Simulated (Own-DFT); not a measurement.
## Calculated data, AlGa3N4 (wurtzite random alloy, atoms displaced)

All values are calculated (Own-DFT development build). A calculation, not a measurement: plane-wave density functional theory by an unreviewed code, no spin, of a simulated periodic cell, stress positive in tension, run twice, with PBE and with PBEsol, both on files made for PBE, so the change isn't that of files made for PBEsol, forces on such cells passed a denser k mesh, this cell's mesh not checked; the far tail of each file's local potential was reset to the Coulomb form; each entry is a single point on an unrelaxed cell, so the pressure reflects the starting lattice, mostly measured values (interpolated for alloys), from which strain is counted, and rises with the displacements; printed positions are rounded, which can move forces by about a meV/angstrom; the program, named Own-DFT, is a retired in-house code; no spin-orbit coupling; stress was not checked against mesh or cutoff.

Settings shared by all entries: functional PBE, then PBEsol; potential files PseudoDojo norm-conserving, scalar-relativistic, standard set; wave cutoff 42 hartree; occupations Fermi-Dirac; smearing width 0.1 eV; k mesh 4 x 4 x 3 centred on Gamma.

```json
{"entry": 1, "formula": "AlGa3N4", "kind": "wurtzite random alloy, atoms displaced", "structure": {"cell_angstrom": [[9.5092, 0.0, 0.0], [-4.7546, 8.2353, 0.0], [0.0, 0.0, 10.2685]], "atoms_fractional": [["Ga", 0.11179, 0.22359, 0.99921], ["Ga", 0.22405, 0.11432, 0.25131], ["N", 0.10413, 0.21472, 0.18449], ["N", 0.22224, 0.11545, 0.44068], ["Ga", 0.11174, 0.22072, 0.50254], ["Ga", 0.22576, 0.11035, 0.7459], ["N", 0.11538, 0.22315, 0.69282], ["N", 0.22435, 0.10715, 0.9367], ["Ga", 0.11154, 0.55558, 0.0027], ["Ga", 0.22046, 0.44096, 0.25116], ["N", 0.11166, 0.55407, 0.18512], ["N", 0.22615, 0.44614, 0.43934], ["Ga", 0.10685, 0.55602, 0.50124], ["Ga", 0.22737, 0.44014, 0.74593], ["N", 0.11014, 0.55232, 0.68894], ["N", 0.22645, 0.44678, 0.93705], ["Ga", 0.10934, 0.88707, 0.00458], ["Ga", 0.2221, 0.77486, 0.25213], ["N", 0.10797, 0.88636, 0.1853], ["N", 0.2286, 0.7821, 0.43873], ["Al", 0.11454, 0.88779, 0.50181], ["Al", 0.21953, 0.77611, 0.75018], ["N", 0.111, 0.88963, 0.69504], ["N", 0.21879, 0.77409, 0.93982], ["Al", 0.43929, 0.21719, 0.99302], ["Ga", 0.55988, 0.11105, 0.25415], ["N", 0.44051, 0.22377, 0.19045], ["N", 0.55902, 0.10994, 0.43991], ["Al", 0.4484, 0.22914, 0.49922], ["Al", 0.55556, 0.11004, 0.74882], ["N", 0.44214, 0.22349, 0.69286], ["N", 0.54912, 0.10825, 0.93966], ["Ga", 0.43953, 0.55694, 0.99589], ["Ga", 0.554, 0.44304, 0.25223], ["N", 0.44547, 0.55719, 0.18871], ["N", 0.55047, 0.44521, 0.44318], ["Ga", 0.45096, 0.55846, 0.50317], ["Ga", 0.55558, 0.4472, 0.7521], ["N", 0.44311, 0.55547, 0.69016], ["N", 0.56111, 0.45118, 0.93892], ["Ga", 0.44076, 0.88797, 0.00186], ["Ga", 0.54931, 0.77634, 0.255], ["N", 0.44489, 0.8841, 0.18716], ["N", 0.55176, 0.77647, 0.44334], ["Ga", 0.44516, 0.89411, 0.50277], ["Ga", 0.5501, 0.77073, 0.75049], ["N", 0.4452, 0.89031, 0.69249], ["N", 0.55501, 0.78423, 0.9455], ["Al", 0.78112, 0.22009, 0.99982], ["Ga", 0.88646, 0.11086, 0.24529], ["N", 0.7747, 0.21936, 0.18864], ["N", 0.88999, 0.10916, 0.43656], ["Ga", 0.7876, 0.23158, 0.49864], ["Ga", 0.88889, 0.11432, 0.75405], ["N", 0.78055, 0.22478, 0.68975], ["N", 0.89266, 0.11782, 0.94181], ["Ga", 0.77908, 0.55659, 0.99877], ["Ga", 0.88653, 0.43832, 0.25052], ["N", 0.7883, 0.55612, 0.1892], ["N", 0.88941, 0.44615, 0.44232], ["Ga", 0.78535, 0.55766, 0.49701], ["Al", 0.88846, 0.44417, 0.75173], ["N", 0.77503, 0.54821, 0.68849], ["N", 0.8848, 0.4451, 0.93593], ["Ga", 0.78015, 0.89447, 0.99725], ["Al", 0.88634, 0.77796, 0.24702], ["N", 0.77193, 0.88931, 0.1892], ["N", 0.88618, 0.78168, 0.44001], ["Al", 0.77862, 0.88996, 0.49895], ["Ga", 0.88559, 0.77677, 0.75028], ["N", 0.77867, 0.89326, 0.68791], ["N", 0.89013, 0.77832, 0.93813]]}, "results": {"PBE_pressure [GPa]": 6.14, "PBE_stress_xx [GPa]": -5.97, "PBE_stress_yy [GPa]": -6.07, "PBE_stress_zz [GPa]": -6.39, "PBE_stress_yz [GPa]": -0.05, "PBE_stress_xz [GPa]": 0.08, "PBE_stress_xy [GPa]": 0.11, "PBEsol_pressure [GPa]": 1.25, "PBEsol_stress_xx [GPa]": -1.09, "PBEsol_stress_yy [GPa]": -1.17, "PBEsol_stress_zz [GPa]": -1.5, "PBEsol_stress_yz [GPa]": -0.05, "PBEsol_stress_xz [GPa]": 0.09, "PBEsol_stress_xy [GPa]": 0.12, "force_element": ["Ga", "Ga", "N", "N", "Ga", "Ga", "N", "N", "Ga", "Ga", "N", "N", "Ga", "Ga", "N", "N", "Ga", "Ga", "N", "N", "Al", "Al", "N", "N", "Al", "Ga", "N", "N", "Al", "Al", "N", "N", "Ga", "Ga", "N", "N", "Ga", "Ga", "N", "N", "Ga", "Ga", "N", "N", "Ga", "Ga", "N", "N", "Al", "Ga", "N", "N", "Ga", "Ga", "N", "N", "Ga", "Ga", "N", "N", "Ga", "Al", "N", "N", "Ga", "Al", "N", "N", "Al", "Ga", "N", "N"], "PBE_force_x [eV/angstrom]": [1.083, -0.43, 0.441, 1.681, -0.546, -0.648, -0.586, -0.375, -0.269, 0.315, -0.125, -0.645, 1.62, -1.44, -0.658, -0.967, 0.281, -0.227, -0.412, -1.621, -0.788, 0.301, 0.836, 0.012, 0.391, -1.246, 1.142, -1.01, -0.079, -0.053, 1.827, 1.054, 1.391, 0.222, -0.088, 1.772, -1.264, 0.434, 0.702, -0.83, -0.333, 0.817, -1.028, 1.019, 0.747, 0.187, -1.026, 0.666, -1.672, 0.303, 0.212, -0.308, -0.029, 0.389, -1.025, -0.672, -0.073, 0.491, -1.553, 0.332, -1.765, 0.208, 0.645, 1.044, -0.013, 0.019, 1.235, 1.143, -0.586, 0.106, -0.128, -0.547], "PBE_force_y [eV/angstrom]": [0.021, -0.788, 0.904, -1.161, 0.465, -0.221, -0.747, 0.678, -0.291, 0.014, -0.375, -0.111, 0.271, 0.551, 0.659, -0.607, 0.126, 0.355, -0.084, -0.176, 0.527, -0.113, -1.108, 0.206, 1.024, -0.527, -0.323, 1.593, -0.895, 0.313, -0.131, 1.234, 0.506, 0.629, -0.481, -0.686, 0.044, -0.317, -0.039, -1.559, 0.183, -0.272, 0.877, 1.039, -0.558, 1.551, 0.086, -0.641, 0.613, -0.477, 0.371, -0.192, -1.885, -0.152, 0.242, -0.13, 0.095, 0.636, 0.697, 0.144, 0.35, -0.006, 0.594, -1.302, -0.783, 0.169, -0.811, 0.372, 0.174, -0.118, -0.512, 0.264], "PBE_force_z [eV/angstrom]": [-0.382, -0.126, 0.602, 0.589, -0.096, 0.981, -0.509, 0.387, -1.192, -0.239, 1.388, 0.349, 0.087, 0.727, 0.707, -0.291, -1.347, -0.719, 2.026, 0.558, -0.04, 0.418, -1.844, -1.057, 0.945, -0.868, -1.266, 0.636, 0.43, 0.401, -1.546, -0.546, 1.091, -0.493, -0.02, -0.374, -0.248, -0.06, -0.194, 0.429, -0.292, -0.303, 0.846, 0.198, 0.429, 0.619, 0.26, -1.373, -0.162, 0.787, -1.153, 0.424, 0.688, -0.604, 0.425, -0.117, 0.438, -0.21, 0.536, -1.303, 0.708, -0.181, -0.002, 0.033, 0.585, 0.25, 0.133, -0.633, 0.214, -0.224, -0.505, 0.196], "PBEsol_force_x [eV/angstrom]": [1.048, -0.421, 0.43, 1.517, -0.528, -0.651, -0.566, -0.516, -0.261, 0.308, -0.119, -0.633, 1.599, -1.4, -0.526, -0.936, 0.277, -0.203, -0.277, -1.459, -0.8, 0.313, 0.691, 0.017, 0.387, -1.198, 1.104, -0.881, -0.079, -0.042, 1.656, 1.061, 1.359, 0.201, -0.092, 1.723, -1.242, 0.415, 0.688, -0.81, -0.316, 0.782, -1.003, 0.878, 0.748, 0.18, -0.888, 0.645, -1.674, 0.29, 0.212, -0.3, -0.018, 0.39, -0.877, -0.498, -0.066, 0.471, -1.508, 0.324, -1.733, 0.224, 0.492, 1.01, -0.021, 0.013, 1.09, 1.153, -0.599, 0.1, -0.12, -0.533], "PBEsol_force_y [eV/angstrom]": [0.006, -0.756, 0.888, -1.068, 0.463, -0.213, -0.72, 0.576, -0.264, 0.024, -0.369, -0.118, 0.251, 0.536, 0.578, -0.592, 0.124, 0.346, -0.012, -0.242, 0.521, -0.12, -0.999, 0.199, 1.038, -0.518, -0.308, 1.487, -0.897, 0.308, -0.066, 1.057, 0.504, 0.605, -0.473, -0.496, 0.044, -0.296, -0.04, -1.398, 0.17, -0.263, 0.85, 0.943, -0.568, 1.518, -0.003, -0.637, 0.608, -0.459, 0.36, -0.027, -1.844, -0.156, 0.162, -0.215, 0.096, 0.623, 0.53, 0.138, 0.343, 0.0, 0.659, -1.136, -0.765, 0.164, -0.71, 0.212, 0.166, -0.098, -0.506, 0.254], "PBEsol_force_z [eV/angstrom]": [-0.368, -0.125, 0.585, 0.488, -0.106, 0.977, -0.506, 0.323, -1.147, -0.229, 1.355, 0.336, 0.089, 0.708, 0.583, -0.281, -1.314, -0.709, 1.915, 0.488, -0.039, 0.412, -1.724, -0.878, 0.956, -0.836, -1.108, 0.571, 0.422, 0.396, -1.425, -0.489, 1.07, -0.476, -0.014, -0.427, -0.249, -0.056, -0.187, 0.364, -0.273, -0.307, 0.831, 0.14, 0.404, 0.602, 0.15, -1.351, -0.147, 0.774, -0.966, 0.366, 0.666, -0.59, 0.322, -0.178, 0.424, -0.211, 0.472, -1.272, 0.698, -0.195, -0.052, 0.151, 0.576, 0.255, 0.082, -0.584, 0.218, -0.201, -0.339, 0.193], "rms_change_of_force_components_from_PBE_to_PBEsol [eV/angstrom]": 0.066}}
{"entry": 2, "formula": "AlGa3N4", "kind": "wurtzite random alloy, atoms displaced", "structure": {"cell_angstrom": [[9.5092, 0.0, 0.0], [-4.7546, 8.2353, 0.0], [0.0, 0.0, 10.2685]], "atoms_fractional": [["Al", 0.11068, 0.22289, 0.00406], ["Ga", 0.23281, 0.11762, 0.25411], ["N", 0.11267, 0.22816, 0.18909], ["N", 0.22195, 0.11753, 0.43826], ["Ga", 0.11293, 0.22599, 0.49971], ["Ga", 0.22793, 0.10954, 0.7498], ["N", 0.10213, 0.22185, 0.68938], ["N", 0.22132, 0.10547, 0.94008], ["Ga", 0.1088, 0.5563, 0.99362], ["Al", 0.21921, 0.44074, 0.25063], ["N", 0.11297, 0.55571, 0.18956], ["N", 0.22273, 0.4454, 0.4388], ["Ga", 0.11523, 0.55855, 0.49886], ["Ga", 0.22114, 0.445, 0.74771], ["N", 0.11745, 0.5546, 0.69226], ["N", 0.21876, 0.45021, 0.93562], ["Ga", 0.10752, 0.88945, 0.00064], ["Al", 0.22809, 0.78199, 0.2472], ["N", 0.11306, 0.89359, 0.18836], ["N", 0.22596, 0.77299, 0.44264], ["Ga", 0.11064, 0.88883, 0.50434], ["Al", 0.22317, 0.78207, 0.74806], ["N", 0.11458, 0.89359, 0.69194], ["N", 0.22554, 0.7796, 0.94094], ["Ga", 0.44206, 0.21861, 0.99894], ["Ga", 0.5576, 0.11619, 0.25084], ["N", 0.45022, 0.2244, 0.19049], ["N", 0.5559, 0.11116, 0.44038], ["Ga", 0.44295, 0.21823, 0.49859], ["Al", 0.55856, 0.10893, 0.75195], ["N", 0.44528, 0.22583, 0.684], ["N", 0.55164, 0.11502, 0.94097], ["Ga", 0.44245, 0.55348, 0.9978], ["Ga", 0.55098, 0.44233, 0.25323], ["N", 0.44404, 0.5507, 0.19127], ["N", 0.55552, 0.44273, 0.43902], ["Ga", 0.45058, 0.5586, 0.50297], ["Ga", 0.55436, 0.44089, 0.75126], ["N", 0.44875, 0.55324, 0.68899], ["N", 0.55529, 0.44274, 0.93747], ["Ga", 0.44823, 0.89169, 0.00202], ["Ga", 0.54781, 0.77366, 0.25714], ["N", 0.44263, 0.8933, 0.18883], ["N", 0.55713, 0.78312, 0.44227], ["Ga", 0.44486, 0.88829, 0.50322], ["Al", 0.55802, 0.78015, 0.74662], ["N", 0.44755, 0.89528, 0.68581], ["N", 0.56063, 0.78517, 0.94275], ["Ga", 0.77427, 0.2181, 0.99937], ["Ga", 0.89556, 0.11726, 0.25015], ["N", 0.77868, 0.22678, 0.18494], ["N", 0.88969, 0.10993, 0.4394], ["Ga", 0.7763, 0.2234, 0.50013], ["Al", 0.89047, 0.11488, 0.74588], ["N", 0.77864, 0.2222, 0.68708], ["N", 0.88792, 0.10629, 0.93864], ["Ga", 0.7767, 0.55741, 0.00553], ["Ga", 0.89341, 0.44748, 0.24543], ["N", 0.77657, 0.56049, 0.18963], ["N", 0.88907, 0.44718, 0.43743], ["Al", 0.77078, 0.55048, 0.49844], ["Ga", 0.8899, 0.44837, 0.75264], ["N", 0.77327, 0.55473, 0.68939], ["N", 0.88929, 0.44585, 0.93826], ["Ga", 0.78075, 0.88674, 0.99668], ["Ga", 0.88943, 0.77766, 0.25345], ["N", 0.78274, 0.89294, 0.19022], ["N", 0.89132, 0.77507, 0.43674], ["Ga", 0.78848, 0.89384, 0.49969], ["Al", 0.88881, 0.77821, 0.74507], ["N", 0.77879, 0.89147, 0.69018], ["N", 0.89255, 0.77946, 0.9394]]}, "results": {"PBE_pressure [GPa]": 6.21, "PBE_stress_xx [GPa]": -5.93, "PBE_stress_yy [GPa]": -5.89, "PBE_stress_zz [GPa]": -6.81, "PBE_stress_yz [GPa]": -0.26, "PBE_stress_xz [GPa]": 0.15, "PBE_stress_xy [GPa]": -0.12, "PBEsol_pressure [GPa]": 1.32, "PBEsol_stress_xx [GPa]": -1.05, "PBEsol_stress_yy [GPa]": -1.0, "PBEsol_stress_zz [GPa]": -1.9, "PBEsol_stress_yz [GPa]": -0.25, "PBEsol_stress_xz [GPa]": 0.15, "PBEsol_stress_xy [GPa]": -0.13, "force_element": ["Al", "Ga", "N", "N", "Ga", "Ga", "N", "N", "Ga", "Al", "N", "N", "Ga", "Ga", "N", "N", "Ga", "Al", "N", "N", "Ga", "Al", "N", "N", "Ga", "Ga", "N", "N", "Ga", "Al", "N", "N", "Ga", "Ga", "N", "N", "Ga", "Ga", "N", "N", "Ga", "Ga", "N", "N", "Ga", "Al", "N", "N", "Ga", "Ga", "N", "N", "Ga", "Al", "N", "N", "Ga", "Ga", "N", "N", "Al", "Ga", "N", "N", "Ga", "Ga", "N", "N", "Ga", "Al", "N", "N"], "PBE_force_x [eV/angstrom]": [-0.074, -1.107, 0.97, 0.583, -0.437, -1.236, 1.248, -1.238, 0.064, 0.107, 0.943, 0.514, -0.482, 1.028, -1.714, 1.303, 0.971, -0.965, 1.017, -0.986, 0.556, 0.705, -0.267, -0.404, -0.601, 0.845, -0.593, -0.075, -0.113, -0.507, 1.212, 1.192, -0.13, 0.84, -1.562, 0.405, -0.584, 0.048, -0.84, -0.199, -0.4, 0.894, 0.191, 0.899, -0.037, -0.158, 0.058, -0.164, 0.47, -0.825, 0.259, -0.228, 0.513, -0.336, -0.365, 0.557, 0.134, -0.642, 0.298, -0.568, 0.929, 0.196, 0.744, -0.654, -0.221, -0.022, -0.763, -0.197, -0.815, -0.158, 0.28, -0.308], "PBE_force_y [eV/angstrom]": [0.017, -0.703, 0.259, -1.077, 0.085, 1.171, -0.318, 1.645, 0.494, 0.99, 0.9, 0.252, -1.095, -0.493, 1.879, -1.862, -0.398, -0.542, -0.468, 1.507, 0.083, -0.52, -1.784, 0.328, 0.771, -0.47, 0.152, -0.216, 0.491, 0.828, -1.238, -0.686, 0.531, 0.48, 0.143, 0.353, -0.275, 0.241, 1.388, 0.017, -0.163, 0.744, -0.482, -0.478, 0.468, -0.222, -0.724, -1.129, 0.4, -0.832, -0.406, 0.787, 0.249, -0.532, -0.466, 1.417, -0.083, 0.161, -0.758, 0.158, 0.403, -0.288, 1.195, -0.405, 0.26, 0.749, -0.409, -0.812, -0.645, -0.048, -0.148, -0.821], "PBE_force_z [eV/angstrom]": [-1.012, -0.936, -0.599, 0.571, 0.464, 0.336, 0.082, 0.01, 1.106, 0.013, 0.071, -0.859, 0.526, 0.292, -0.52, 0.694, 0.328, 0.314, 0.938, -1.579, -0.948, 0.633, 0.012, -1.455, 0.591, 0.148, -0.491, -0.383, 0.081, -0.338, 1.069, -1.647, 0.292, -0.385, -0.152, 0.457, -0.445, 0.0, 0.605, 0.518, -0.133, -1.271, 0.706, 0.298, -0.664, 0.591, 2.1, -1.821, -0.367, -0.15, 0.697, -0.168, -0.245, 0.905, 1.195, -0.854, -0.87, 0.515, 0.461, 0.389, 0.213, -0.699, -1.063, 0.382, 1.1, -0.979, 0.112, 1.584, 0.005, 0.897, 0.466, -1.735], "PBEsol_force_x [eV/angstrom]": [-0.067, -1.09, 0.938, 0.583, -0.421, -1.199, 1.38, -1.09, 0.066, 0.107, 0.785, 0.495, -0.455, 0.991, -1.67, 1.271, 0.947, -0.98, 0.879, -0.955, 0.537, 0.707, -0.271, -0.397, -0.569, 0.824, -0.587, -0.078, -0.126, -0.52, 1.078, 1.163, -0.121, 0.817, -1.404, 0.248, -0.578, 0.038, -0.816, -0.201, -0.389, 0.889, 0.334, 0.87, -0.034, -0.17, 0.058, -0.157, 0.449, -0.796, 0.252, -0.217, 0.505, -0.351, -0.367, 0.423, 0.133, -0.622, 0.299, -0.426, 0.924, 0.193, 0.727, -0.631, -0.225, -0.03, -0.734, -0.193, -0.803, -0.153, 0.283, -0.303], "PBEsol_force_y [eV/angstrom]": [0.014, -0.693, 0.09, -1.049, 0.088, 1.14, -0.205, 1.539, 0.484, 0.985, 0.808, 0.247, -1.076, -0.483, 1.695, -1.693, -0.38, -0.543, -0.392, 1.464, 0.095, -0.515, -1.587, 0.312, 0.743, -0.457, 0.145, -0.205, 0.49, 0.844, -1.154, -0.669, 0.528, 0.47, 0.204, 0.263, -0.289, 0.231, 1.219, 0.016, -0.155, 0.738, -0.384, -0.479, 0.456, -0.23, -0.731, -1.099, 0.391, -0.825, -0.391, 0.767, 0.245, -0.536, -0.308, 1.306, -0.078, 0.149, -0.738, 0.08, 0.401, -0.296, 1.019, -0.389, 0.26, 0.745, -0.401, -0.648, -0.616, -0.043, -0.139, -0.793], "PBEsol_force_z [eV/angstrom]": [-1.009, -0.906, -0.479, 0.551, 0.459, 0.317, 0.009, -0.036, 1.08, 0.025, -0.021, -0.688, 0.52, 0.278, -0.548, 0.631, 0.334, 0.319, 0.867, -1.415, -0.921, 0.614, -0.091, -1.292, 0.58, 0.135, -0.469, -0.381, 0.089, -0.343, 1.01, -1.458, 0.293, -0.377, -0.187, 0.379, -0.424, -0.011, 0.539, 0.503, -0.105, -1.242, 0.632, 0.277, -0.637, 0.579, 1.893, -1.659, -0.333, -0.144, 0.68, -0.167, -0.233, 0.899, 1.061, -0.75, -0.841, 0.502, 0.439, 0.326, 0.219, -0.679, -0.944, 0.367, 1.095, -0.961, 0.112, 1.499, -0.001, 0.889, 0.307, -1.556], "rms_change_of_force_components_from_PBE_to_PBEsol [eV/angstrom]": 0.066}}
{"entry": 3, "formula": "AlGa3N4", "kind": "wurtzite random alloy, atoms displaced", "structure": {"cell_angstrom": [[9.5092, 0.0, 0.0], [-4.7546, 8.2353, 0.0], [0.0, 0.0, 10.2685]], "atoms_fractional": [["Al", 0.11359, 0.22532, 0.99518], ["Ga", 0.221, 0.1127, 0.24898], ["N", 0.10289, 0.21329, 0.18743], ["N", 0.22297, 0.11174, 0.43734], ["Ga", 0.11193, 0.22022, 0.50373], ["Ga", 0.22187, 0.10692, 0.75071], ["N", 0.11219, 0.22842, 0.68871], ["N", 0.22309, 0.10871, 0.94189], ["Al", 0.10503, 0.55498, 0.00739], ["Ga", 0.2301, 0.44388, 0.25388], ["N", 0.11064, 0.55747, 0.19028], ["N", 0.21856, 0.44319, 0.4402], ["Ga", 0.10955, 0.54915, 0.49985], ["Ga", 0.22999, 0.45256, 0.74908], ["N", 0.10899, 0.55654, 0.69334], ["N", 0.22123, 0.44675, 0.93407], ["Ga", 0.10565, 0.8851, 0.0019], ["Ga", 0.21992, 0.78284, 0.25249], ["N", 0.1121, 0.88791, 0.18955], ["N", 0.2211, 0.77208, 0.43829], ["Al", 0.10749, 0.88854, 0.4989], ["Ga", 0.22359, 0.77836, 0.75239], ["N", 0.12433, 0.89012, 0.69078], ["N", 0.21887, 0.77409, 0.93531], ["Ga", 0.44444, 0.21992, 0.99365], ["Ga", 0.55937, 0.11662, 0.25074], ["N", 0.44413, 0.22235, 0.18995], ["N", 0.55221, 0.10896, 0.44006], ["Ga", 0.44296, 0.22224, 0.49964], ["Ga", 0.55943, 0.11465, 0.75025], ["N", 0.43588, 0.21794, 0.68809], ["N", 0.55317, 0.11215, 0.93648], ["Ga", 0.44249, 0.5518, 0.99883], ["Ga", 0.55235, 0.44324, 0.24909], ["N", 0.44866, 0.56106, 0.18838], ["N", 0.56076, 0.4474, 0.43982], ["Ga", 0.44765, 0.55998, 0.49911], ["Ga", 0.55872, 0.44871, 0.75406], ["N", 0.44031, 0.55534, 0.68779], ["N", 0.55767, 0.44094, 0.93477], ["Al", 0.4452, 0.88712, 0.99442], ["Al", 0.5571, 0.77666, 0.24716], ["N", 0.44671, 0.89839, 0.19225], ["N", 0.55369, 0.77425, 0.44468], ["Ga", 0.45377, 0.88473, 0.4989], ["Ga", 0.55443, 0.77822, 0.74813], ["N", 0.45084, 0.8934, 0.69367], ["N", 0.54621, 0.77447, 0.93572], ["Al", 0.78518, 0.22107, 0.00651], ["Al", 0.88772, 0.11015, 0.25034], ["N", 0.77334, 0.21918, 0.19025], ["N", 0.88664, 0.11105, 0.44288], ["Ga", 0.78094, 0.22342, 0.5024], ["Al", 0.88917, 0.11165, 0.74475], ["N", 0.77991, 0.2223, 0.69131], ["N", 0.88768, 0.11057, 0.93777], ["Ga", 0.77774, 0.55538, 0.99761], ["Ga", 0.88541, 0.44352, 0.24595], ["N", 0.7782, 0.55318, 0.18328], ["N", 0.88592, 0.44427, 0.44036], ["Al", 0.77933, 0.55753, 0.50214], ["Ga", 0.89521, 0.45173, 0.75302], ["N", 0.7774, 0.55524, 0.69184], ["N", 0.88978, 0.44789, 0.93464], ["Ga", 0.77595, 0.88894, 0.00409], ["Ga", 0.89114, 0.77474, 0.25015], ["N", 0.77597, 0.88317, 0.19121], ["N", 0.88968, 0.78077, 0.43494], ["Ga", 0.78192, 0.89532, 0.49685], ["Ga", 0.89398, 0.77662, 0.75053], ["N", 0.77766, 0.88735, 0.68578], ["N", 0.88503, 0.78018, 0.9396]]}, "results": {"PBE_pressure [GPa]": 6.34, "PBE_stress_xx [GPa]": -6.31, "PBE_stress_yy [GPa]": -5.72, "PBE_stress_zz [GPa]": -7.0, "PBE_stress_yz [GPa]": 0.28, "PBE_stress_xz [GPa]": 0.68, "PBE_stress_xy [GPa]": 0.38, "PBEsol_pressure [GPa]": 1.45, "PBEsol_stress_xx [GPa]": -1.39, "PBEsol_stress_yy [GPa]": -0.83, "PBEsol_stress_zz [GPa]": -2.11, "PBEsol_stress_yz [GPa]": 0.26, "PBEsol_stress_xz [GPa]": 0.66, "PBEsol_stress_xy [GPa]": 0.37, "force_element": ["Al", "Ga", "N", "N", "Ga", "Ga", "N", "N", "Al", "Ga", "N", "N", "Ga", "Ga", "N", "N", "Ga", "Ga", "N", "N", "Al", "Ga", "N", "N", "Ga", "Ga", "N", "N", "Ga", "Ga", "N", "N", "Ga", "Ga", "N", "N", "Ga", "Ga", "N", "N", "Al", "Al", "N", "N", "Ga", "Ga", "N", "N", "Al", "Al", "N", "N", "Ga", "Al", "N", "N", "Ga", "Ga", "N", "N", "Al", "Ga", "N", "N", "Ga", "Ga", "N", "N", "Ga", "Ga", "N", "N"], "PBE_force_x [eV/angstrom]": [-0.087, 0.372, -0.451, -0.39, -0.024, -0.745, -0.279, -1.462, 0.771, -1.445, 0.494, 1.206, -0.869, -1.265, 0.896, -0.644, 0.697, 1.394, -0.764, -0.783, 1.306, 1.169, -2.305, 0.547, -0.005, -0.879, -0.313, 0.676, 0.338, -0.432, 1.167, 1.964, -0.06, 0.751, -0.095, 0.158, 0.046, -0.602, 1.399, -0.756, -1.146, -0.924, 1.243, 1.416, -2.626, 0.567, -0.546, 0.783, -1.401, -0.15, 1.924, 0.529, -1.152, 0.076, 0.591, 0.381, -0.014, 0.585, -0.635, -0.571, 0.033, -0.359, 0.156, 0.931, -0.547, -0.236, -0.756, 0.791, -0.071, -0.427, 0.566, 0.295], "PBE_force_y [eV/angstrom]": [-0.455, -0.298, 1.011, -1.091, 0.239, 0.657, -1.166, 0.467, 0.352, -0.272, -0.437, -0.361, 0.918, -0.869, 0.248, -0.681, 0.227, -0.504, 0.393, 0.991, -0.072, -0.251, -0.233, -0.189, -0.001, -0.547, 0.294, 0.237, 0.014, 0.141, 1.163, -0.671, 0.177, 0.115, 0.088, 0.333, -1.416, -0.843, 0.511, 0.544, 0.536, 0.798, -1.809, 0.424, 0.945, 0.018, -0.44, 0.38, 0.2, -0.243, 0.075, 0.595, 0.073, -0.128, 0.251, 0.773, 0.056, 0.049, 0.209, 0.45, -0.046, -1.238, 0.253, -1.042, -0.04, -0.119, 0.992, -0.763, -1.261, 0.72, 0.903, -0.334], "PBE_force_z [eV/angstrom]": [0.178, -0.082, -0.731, 0.424, -0.436, 0.337, 0.822, -0.137, -1.339, -0.664, -0.544, -0.121, 0.439, 0.043, -1.144, 1.888, -0.32, -0.003, -0.18, 0.977, 0.111, -0.459, -1.776, 2.076, 1.144, 0.516, -0.608, 0.135, 0.214, -0.26, 0.165, 1.187, -0.298, 0.194, 0.145, 0.096, 0.421, -1.562, -0.176, 1.213, 0.803, 0.608, -1.384, -2.61, 0.75, 0.044, -0.926, 0.932, -1.497, 0.281, -0.709, -1.923, 0.074, 0.662, 0.053, -0.243, -0.176, 0.998, 0.627, -0.184, -0.129, -0.687, -1.412, 2.333, -0.761, -0.435, 0.713, 1.469, 0.543, -0.198, 0.625, -0.128], "PBEsol_force_x [eV/angstrom]": [-0.064, 0.366, -0.287, -0.38, -0.018, -0.693, -0.148, -1.302, 0.763, -1.411, 0.47, 1.178, -0.836, -1.224, 0.878, -0.515, 0.686, 1.36, -0.746, -0.664, 1.3, 1.122, -2.251, 0.419, 0.0, -0.87, -0.304, 0.667, 0.32, -0.432, 1.143, 1.812, -0.054, 0.728, -0.094, 0.014, 0.038, -0.584, 1.357, -0.743, -1.171, -0.93, 1.109, 1.372, -2.556, 0.551, -0.522, 0.915, -1.428, -0.152, 1.744, 0.512, -1.122, 0.082, 0.434, 0.387, -0.016, 0.569, -0.61, -0.421, 0.027, -0.362, 0.158, 0.784, -0.505, -0.237, -0.599, 0.642, -0.078, -0.427, 0.55, 0.299], "PBEsol_force_y [eV/angstrom]": [-0.456, -0.282, 1.061, -0.921, 0.252, 0.64, -1.066, 0.386, 0.361, -0.263, -0.424, -0.349, 0.895, -0.844, 0.242, -0.579, 0.228, -0.494, 0.373, 0.901, -0.063, -0.238, -0.227, -0.119, -0.008, -0.537, 0.291, 0.235, 0.012, 0.135, 1.13, -0.568, 0.176, 0.101, -0.098, 0.244, -1.377, -0.823, 0.507, 0.535, 0.549, 0.796, -1.693, 0.418, 0.918, 0.007, -0.438, 0.278, 0.212, -0.247, 0.145, 0.57, 0.073, -0.145, 0.321, 0.609, 0.053, 0.05, 0.206, 0.356, -0.033, -1.2, 0.253, -0.962, -0.054, -0.107, 0.915, -0.685, -1.238, 0.685, 0.746, -0.33], "PBEsol_force_z [eV/angstrom]": [0.18, -0.072, -0.633, 0.368, -0.424, 0.335, 0.74, -0.186, -1.351, -0.628, -0.368, -0.12, 0.414, 0.045, -1.123, 1.742, -0.323, 0.01, -0.176, 0.902, 0.112, -0.43, -1.594, 1.924, 1.105, 0.508, -0.587, 0.126, 0.209, -0.244, 0.158, 1.065, -0.303, 0.188, 0.088, 0.034, 0.426, -1.505, -0.168, 1.178, 0.802, 0.629, -1.273, -2.427, 0.735, 0.041, -0.907, 0.847, -1.502, 0.299, -0.574, -1.737, 0.076, 0.657, -0.01, -0.199, -0.177, 0.987, 0.613, -0.225, -0.123, -0.654, -1.228, 2.177, -0.75, -0.428, 0.589, 1.324, 0.547, -0.171, 0.559, -0.121], "rms_change_of_force_components_from_PBE_to_PBEsol [eV/angstrom]": 0.068}}
```
